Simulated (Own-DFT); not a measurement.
Simulation results for InP (zincblende, strained, atoms displaced)

A calculation, not a measurement: plane-wave PBE density functional theory by an unreviewed code, no spin, of a simulated periodic cell, stress positive in tension, free energy of the whole cell less one offset for each atom, forces on such cells moved up to 12 meV/angstrom on a denser k mesh; offsets are fitted by least squares, one for each functional and potential file, so energies compare only between cells with the same atoms and settings and are not formation energies; the far tail of each file's local potential was reset to the Coulomb form; each entry is a single point on an unrelaxed cell, so the pressure reflects the starting lattice, mostly measured values (interpolated for alloys), from which strain is counted, and rises with the displacements; printed positions are rounded, which can move forces by about a meV/angstrom; the program, named Own-DFT, is a retired in-house code; no spin-orbit coupling; before rounding, a Quantum ESPRESSO 7.3.1 run of the same cell and cutoff gave forces within 1 meV/angstrom rms on each cell, which checks the program and not the settings. Program: Own-DFT development build.

Common to all runs: functional PBE; potential files PseudoDojo norm-conserving, scalar-relativistic, standard set; wave cutoff 36 hartree; occupations Fermi-Dirac; smearing width 0.1 eV; k mesh 3 x 3 x 3 centred on Gamma.

(1) InP (zincblende, strained, atoms displaced)

```xyz
64
Lattice="11.3066 0.0000 0.0000 0.0000 11.3066 0.0000 0.0000 0.0000 12.2113" Properties=species:S:1:pos:R:3 InP
In    11.2738    11.2885     0.0215
In    11.2560     2.6953     3.0105
In     2.8609     0.0079     2.9979
In     2.8180     2.8830    12.1347
P      1.4911     1.4071     1.5418
P      1.2778     4.2518     4.5242
P      4.2723     1.4450     4.5989
P      4.2204     4.2443     1.5158
In    11.2482     0.0077     6.0993
In    11.1214     2.7952     9.2308
In     2.9164     0.0928     9.1520
In     2.8429     2.9163     6.1023
P      1.4728     1.4160     7.6188
P      1.4018     4.2392    10.6415
P      4.3481     1.3703    10.7433
P      4.2323     4.2204     7.7194
In     0.1038     5.6644     0.0428
In     0.0192     8.5547     3.0656
In     2.7599     5.6276     3.0713
In     2.8092     8.4691     0.0060
P      1.5518     7.0533     1.4998
P      1.3888     9.8885     4.6399
P      4.3090     7.0616     4.5451
P      4.2946     9.9834     1.4674
In    11.2821     5.6807     6.1829
In     0.0267     8.4975     9.1649
In     2.7842     5.5620     9.1583
In     2.7757     8.5644     6.0896
P      1.3845     7.0725     7.6364
P      1.3462     9.8789    10.6698
P      4.3353     7.0118    10.7453
P      4.2404     9.9462     7.6619
In     5.6294     0.0742     0.0021
In     5.6347     2.8932     3.0317
In     8.5440     0.0116     3.0150
In     8.4503     2.8452     0.0138
P      7.0446     1.4613     1.5426
P      7.0782     4.2586     4.5812
P      9.9013     1.3714     4.5373
P      9.9792     4.1565     1.5511
In     5.6713     0.0280     6.1246
In     5.7027     2.7866     9.1348
In     8.4965     0.0216     9.1786
In     8.4495     2.7666     5.9893
P      7.1785     1.3971     7.5826
P      7.0288     4.1082    10.7993
P      9.9384     1.5229    10.6427
P      9.8870     4.2313     7.6877
In     5.6845     5.6504     0.0992
In     5.6271     8.4546     3.0298
In     8.5485     5.6987     3.0549
In     8.5110     8.5011    12.2107
P      7.1200     7.0583     1.5868
P      7.0960    10.0045     4.5755
P      9.9684     7.0610     4.5429
P      9.8291     9.8519     1.5612
In     5.6613     5.7007     6.0842
In     5.5976     8.5158     9.0841
In     8.4539     5.6123     9.1699
In     8.4704     8.6174     6.1857
P      7.1263     7.1358     7.5698
P      7.0948     9.8702    10.7887
P      9.8671     6.9663    10.7158
P      9.8666     9.8097     7.6176
```

Results for InP (zincblende, strained, atoms displaced): free energy of cell above offsets -30.673 eV; pressure 6.28 GPa; stress xx -7.34 GPa; stress yy -7.39 GPa; stress zz -4.13 GPa; stress yz 0.98 GPa; stress xz -0.6 GPa; stress xy 0.19 GPa.

Force:
```tsv
element	x (eV/Å)	y (eV/Å)	z (eV/Å)
In	0.086	0.28	0.045
In	0.784	0.337	0.201
In	0.179	-0.24	1.062
In	0.287	-0.428	0.253
P	-0.511	0.079	-0.828
P	0.387	-0.31	0.599
P	-0.317	0.031	-0.168
P	-0.417	0.034	0.168
In	0.431	-0.026	0.705
In	2.765	1.274	-2.109
In	-0.744	-0.361	0.59
In	-0.388	-0.159	-0.471
P	-0.946	0.428	0.149
P	-0.663	-0.426	0.195
P	-1.174	1.188	-1.067
P	0.693	0.26	-0.866
In	-0.492	-0.246	-0.041
In	0.388	-0.81	-0.355
In	0.63	-0.183	0.41
In	0.809	0.547	-0.756
P	-1.218	0.55	0.699
P	0.128	0.93	-1.018
P	-1.308	0.15	0.373
P	-0.473	-1.123	0.48
In	-0.152	-0.288	-0.473
In	-0.691	-0.724	0.159
In	0.441	1.257	0.185
In	0.854	-0.993	0.444
P	0.828	0.105	0.171
P	0.955	0.607	0.183
P	-0.727	0.364	-0.796
P	-0.233	-0.068	-0.712
In	1.445	-0.697	0.521
In	0.074	-0.232	0.341
In	-0.989	0.241	-0.054
In	0.881	-0.462	0.645
P	0.374	-0.326	0.155
P	-0.035	0.264	-0.304
P	-0.017	0.001	0.41
P	-0.619	0.852	-0.509
In	-0.097	0.055	-0.095
In	0.157	-0.21	0.003
In	0.132	-0.528	0.364
In	0.57	0.729	0.497
P	-0.65	0.063	0.481
P	-0.344	1.433	-1.187
P	-1.749	-2.412	2.339
P	-0.541	-0.242	-1.048
In	0.296	-0.083	-0.216
In	0.548	0.876	-0.039
In	0.196	-0.734	0.077
In	-0.061	-0.981	-0.014
P	-0.033	0.292	-0.465
P	-0.315	-0.821	-0.258
P	-0.507	0.667	0.79
P	0.854	0.295	-0.396
In	0.124	-0.408	0.674
In	0.745	-0.565	0.962
In	-0.677	-0.042	0.264
In	-0.351	-1.052	-2.187
P	-0.591	-0.704	0.791
P	-0.554	0.551	-1.141
P	0.48	0.623	0.003
P	1.062	1.52	1.187
```

(2) InP (zincblende, strained, atoms displaced)

```xyz
64
Lattice="11.3066 0.0000 0.0000 0.0000 11.3066 0.0000 0.0000 0.0000 12.2113" Properties=species:S:1:pos:R:3 InP
In    11.2436     0.0199     0.0278
In    11.2900     2.9017     3.0621
In     2.7771     0.0017     3.0508
In     2.8879     2.8567    12.1412
P      1.4442     1.3824     1.5178
P      1.3790     4.2351     4.5508
P      4.2772     1.4179     4.6114
P      4.2057     4.2232     1.5907
In     0.0085     0.0324     6.0986
In    11.2778     2.8366     9.1675
In     2.7819     0.0441     9.1882
In     2.7809     2.7708     6.1519
P      1.4602     1.4531     7.6262
P      1.4709     4.2673    10.5580
P      4.2268     1.3678    10.7282
P      4.2688     4.2329     7.6090
In     0.0194     5.6922     0.0202
In     0.0091     8.4851     3.1220
In     2.7226     5.6564     3.1447
In     2.8524     8.4598     0.0605
P      1.3065     7.0513     1.6118
P      1.3895     9.9262     4.6162
P      4.3123     7.0604     4.5797
P      4.2828     9.9392     1.4990
In     0.0282     5.6303     6.1178
In    11.2702     8.4534     9.0710
In     2.7789     5.6814     9.2341
In     2.8402     8.5268     6.1034
P      1.3826     7.0530     7.5890
P      1.3876     9.9304    10.7610
P      4.3160     7.0764    10.6887
P      4.2784     9.9523     7.6617
In     5.6486     0.1044     0.0014
In     5.6533     2.8443     3.0823
In     8.4394    11.2827     3.0481
In     8.4541     2.8673     0.0447
P      6.9602     1.3294     1.5799
P      7.0992     4.1521     4.5627
P      9.9117     1.4579     4.5725
P      9.9680     4.2150     1.5830
In     5.6284     0.0510     6.0191
In     5.6644     2.9093     9.1425
In     8.4632    11.2467     9.1687
In     8.4752     2.8175     6.0802
P      7.0882     1.4135     7.6649
P      7.0443     4.3140    10.7701
P      9.9127     1.4482    10.6522
P      9.8777     4.2863     7.6748
In     5.6479     5.6102     0.0307
In     5.6899     8.5815     3.1704
In     8.5961     5.6138     2.9584
In     8.5208     8.4914    12.2039
P      6.9877     7.0566     1.5050
P      7.1110     9.8804     4.6136
P      9.9260     7.0893     4.6003
P      9.8703     9.9664     1.4894
In     5.6640     5.6762     6.0790
In     5.6924     8.3785     9.1444
In     8.4509     5.7708     9.1873
In     8.5112     8.4073     6.1428
P      7.0478     7.0638     7.5607
P      7.0658     9.8830    10.7205
P      9.8633     7.0392    10.6791
P      9.9276     9.9008     7.6178
```

The calculation gives: free energy of cell above offsets -31.289 eV; pressure 6.17 GPa; stress xx -7.31 GPa; stress yy -7.3 GPa; stress zz -3.9 GPa; stress yz 0.36 GPa; stress xz -0.21 GPa; stress xy -0.1 GPa.

Force:
```tsv
element	x (eV/Å)	y (eV/Å)	z (eV/Å)
In	0.489	0.5	-0.334
In	0.75	-1.444	-0.041
In	0.667	-0.074	0.142
In	-0.578	0.022	0.612
P	-0.444	0.983	-0.179
P	0.247	-0.46	1.173
P	-1.155	0.412	-0.785
P	-0.273	0.412	-0.143
In	-0.118	0.28	0.213
In	0.197	0.144	-0.495
In	0.193	-0.605	0.034
In	0.846	0.883	-0.893
P	-1.144	-0.563	0.622
P	-1.117	-0.704	1.882
P	0.31	0.827	-1.111
P	-0.665	0.61	0.031
In	0.003	-0.674	-0.662
In	-0.526	0.822	-0.394
In	1.043	0.357	-0.622
In	-0.199	0.021	-0.119
P	1.003	0.32	-0.482
P	0.325	-0.159	-0.246
P	-0.98	0.299	-0.137
P	-0.154	-0.319	0.674
In	-0.441	-0.138	-0.105
In	0.509	0.184	1.06
In	1.284	0.88	-1.474
In	0.347	-0.198	0.281
P	0.794	0.18	0.265
P	-0.082	-0.739	-0.632
P	-0.836	-0.301	0.374
P	-0.093	-0.299	0.024
In	0.011	-1.201	-0.426
In	-0.262	-0.196	-0.2
In	0.419	0.269	0.268
In	0.024	-0.603	0.102
P	1.078	1.223	0.037
P	0.155	1.327	-0.161
P	-0.16	-0.472	-0.232
P	-0.244	0.057	-1.665
In	0.739	-0.514	1.216
In	0.134	-0.645	0.553
In	0.113	0.288	0.047
In	0.255	-0.051	0.835
P	-0.192	-0.063	-0.257
P	0.497	-0.58	-0.958
P	-0.658	-0.199	0.507
P	-0.328	-0.109	-0.26
In	-0.733	0.275	0.519
In	-0.361	-0.587	-1.331
In	-1.304	0.854	0.916
In	-0.516	-0.235	0.376
P	0.858	0.468	0.684
P	0.45	0.32	0.707
P	-0.315	-0.678	-0.169
P	0.077	-0.919	0.887
In	0.121	-0.971	-0.199
In	-0.093	1.199	-0.083
In	-0.34	-0.963	-0.391
In	0.179	0.719	-0.249
P	0.189	-0.219	0.511
P	-0.301	-0.038	-0.191
P	0.765	0.598	0.292
P	-0.46	0.191	-0.218
```

(3) InP (zincblende, strained, atoms displaced)

```xyz
64
Lattice="11.3066 0.0000 0.0000 0.0000 11.3066 0.0000 0.0000 0.0000 12.2113" Properties=species:S:1:pos:R:3 InP
In     0.0060    11.3013     0.0098
In    11.2391     2.8681     3.0380
In     2.7372    11.2885     3.0654
In     2.8332     2.7828     0.0501
P      1.3119     1.4210     1.5082
P      1.4450     4.2220     4.5855
P      4.3057     1.4241     4.5213
P      4.1741     4.2653     1.5561
In    11.2722     0.1350     6.0508
In    11.1965     2.8191     9.1599
In     2.7692     0.0070     9.1562
In     2.8014     2.8451     6.1045
P      1.4357     1.3732     7.6654
P      1.4263     4.1958    10.6987
P      4.2636     1.4164    10.7143
P      4.1640     4.2307     7.6236
In     0.0169     5.6601    12.1893
In    11.2592     8.4702     3.0800
In     2.7674     5.5881     3.0016
In     2.7544     8.4839    12.1380
P      1.4658     7.0860     1.4840
P      1.4875    10.0443     4.5912
P      4.2805     7.0532     4.5975
P      4.2047     9.9149     1.5993
In     0.0797     5.6247     6.1216
In     0.0133     8.4227     9.1191
In     2.8245     5.5594     9.1531
In     2.8446     8.5361     6.1624
P      1.4551     7.0935     7.6348
P      1.4320     9.8516    10.7240
P      4.2876     7.0013    10.6868
P      4.1999     9.9229     7.5968
In     5.6058    11.2931     0.0372
In     5.7124     2.8259     3.0643
In     8.5063    11.2325     3.0107
In     8.5246     2.8176     0.0335
P      7.0710     1.3896     1.5514
P      7.0633     4.2709     4.5603
P      9.8994     1.3373     4.7086
P      9.9119     4.1970     1.5711
In     5.6271     0.0021     6.0656
In     5.6608     2.7911     9.1962
In     8.5285     0.0065     9.1703
In     8.5336     2.8133     6.1330
P      7.0448     1.3985     7.5850
P      7.0494     4.2532    10.6367
P      9.8932     1.3205    10.7164
P      9.8910     4.2673     7.6019
In     5.5616     5.5768     0.0149
In     5.5406     8.4689     3.0214
In     8.5072     5.6721     3.0782
In     8.5227     8.4023     0.0258
P      6.9832     7.1311     1.5378
P      7.0164     9.8913     4.6192
P      9.8365     7.0948     4.6159
P      9.8296     9.8631     1.5491
In     5.6416     5.6796     6.1051
In     5.6638     8.4266     9.1670
In     8.4381     5.5904     9.1311
In     8.4596     8.4276     6.1041
P      7.0881     7.0802     7.5959
P      7.0313     9.9091    10.6730
P      9.8229     6.9907    10.6727
P      9.9729     9.8724     7.6338
```

The calculation gives: free energy of cell above offsets -31.206 eV; pressure 6.21 GPa; stress xx -7.3 GPa; stress yy -7.32 GPa; stress zz -4.01 GPa; stress yz 0.4 GPa; stress xz 0.21 GPa; stress xy 0.37 GPa.

Force:
```tsv
element	x (eV/Å)	y (eV/Å)	z (eV/Å)
In	-0.152	-0.736	0.122
In	0.468	-0.923	1.197
In	1.013	1.298	-0.919
In	-0.136	0.057	-0.212
P	0.567	0.078	0.522
P	-0.623	-0.107	-0.371
P	-1.035	0.117	0.255
P	0.674	-1.069	-0.044
In	1.605	-1.901	1.81
In	0.716	-0.176	0.121
In	0.706	-0.321	0.552
In	0.475	-0.879	-0.114
P	-0.7	0.924	-0.309
P	-0.396	-0.201	-0.058
P	-0.545	-0.272	-0.113
P	1.16	-0.247	-0.083
In	-0.008	-0.202	0.167
In	0.782	0.31	0.158
In	0.246	1.028	0.83
In	1.621	-0.354	0.675
P	-0.861	-0.046	0.571
P	-1.453	-1.818	0.879
P	-1.269	-0.017	-0.229
P	-0.641	-0.046	-1.048
In	-0.336	0.601	-0.231
In	-0.24	0.098	0.746
In	-0.17	0.754	0.368
In	-0.184	-0.36	-1.097
P	0.104	-0.599	0.011
P	-0.926	0.618	-0.936
P	-0.837	0.334	-0.252
P	0.752	0.126	1.032
In	0.31	-0.219	0.015
In	-0.239	0.318	-0.337
In	-0.692	0.53	1.169
In	-0.524	-0.11	-0.422
P	0.189	0.122	-0.298
P	0.397	-0.234	0.541
P	-1.41	1.539	-2.717
P	-0.467	1.172	-0.725
In	-0.057	0.081	0.267
In	-0.141	0.088	-0.75
In	-0.645	-0.515	-0.63
In	-0.862	0.252	-0.294
P	0.244	0.06	0.553
P	0.102	-0.467	0.991
P	-0.047	0.865	0.014
P	0.177	-0.031	0.162
In	0.882	0.391	0.167
In	0.667	0.259	0.717
In	-0.558	0.205	-0.554
In	-0.867	0.436	-0.448
P	0.446	-1.044	-0.205
P	0.387	-0.419	-0.683
P	1.081	-0.66	-0.077
P	1.039	-0.201	-0.658
In	0.062	-0.486	0.304
In	-0.169	0.51	-0.28
In	-0.006	0.483	-0.288
In	0.069	1.211	0.224
P	-0.315	-0.468	0.563
P	0.432	-0.259	0.318
P	0.624	0.241	-0.226
P	-0.489	0.279	-0.417
```
